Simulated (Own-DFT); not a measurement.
# Which defects push the lattice out? zincblende GaAs

Source: density functional calculations with Own-DFT, an unreviewed in-house program that is no longer used. Nothing was measured or relaxed, and spin and spin-orbit coupling are left out.

Common settings: PBE; PseudoDojo norm-conserving scalar-relativistic files; cutoff 42 hartree; 3 x 3 x 3 k mesh centred on Gamma; Fermi-Dirac smearing of 0.1 eV.

Limits (not all hold for every row): not probed for a lower state with spin; forces not confirmed at this smearing and k mesh; stress not checked against mesh or cutoff.

All runs share one cell, with vectors in Å (11.737, 0.000, 0.000); (0.000, 11.737, 0.000); (0.000, 0.000, 10.833) and a volume of 1492.4 Å³, strained against the parent crystal. u is the rms random offset of the atoms per axis. The defect's site can differ from row to row.

```
cell,formula,u (Å),P (GPa)
no defect,As32Ga32,0.0294,1.25
no defect,As32Ga32,0.0297,1.26
no defect,As32Ga32,0.0483,1.56
one Al on a Ga site,AlAs32Ga31,0.0291,1.22
one Al on a Ga site,AlAs32Ga31,0.0295,1.21
one Al on a Ga site,AlAs32Ga31,0.0497,1.54
one In on a Ga site,As32Ga31In,0.0499,2.06
one In on a Ga site,As32Ga31In,0.0503,2.20
one In on a Ga site,As32Ga31In,0.0528,?
one In on a Ga site,As32Ga31In,0.0535,2.39
one As vacancy and one Ga vacancy,As31Ga31,0.0308,0.89
one As vacancy and one Ga vacancy,As31Ga31,0.0319,0.96
one As vacancy and one Ga vacancy,As31Ga31,0.0522,1.30
one P on an As site,As31Ga32P,0.0284,1.00
one P on an As site,As31Ga32P,0.0321,1.07
one P on an As site,As31Ga32P,0.0329,1.03
```

## Worked fit

P = P0 + c u² + a shift for each defect gives P0 = 1.06 GPa, c = 219 ± 27 GPa/Å² and a scatter of 0.06 GPa. The shifts, and each times the cell's volume:

- one In on a Ga site: 0.58 ± 0.06 GPa, 5.4 eV
- one Al on a Ga site: -0.04 ± 0.05 GPa, -0.4 eV (not resolved)
- one P on an As site: -0.24 ± 0.05 GPa, -2.3 eV
- one As vacancy and one Ga vacancy: -0.36 ± 0.05 GPa, -3.3 eV

A positive shift means that the defect pushes the cell outwards. Shift times volume (160.2 GPa Å³ is 1 eV) depends little on the cell's size, so, taken for each site, it can be compared between cells at like pressure. The atoms around the defects weren't relaxed, which would change these numbers.

## Check

Question: what pressure belongs in the blank (one In on a Ga site, u = 0.0528 Å)?

The fitted form gives 2.25 ± 0.07 GPa. The calculation gave 2.37 GPa.
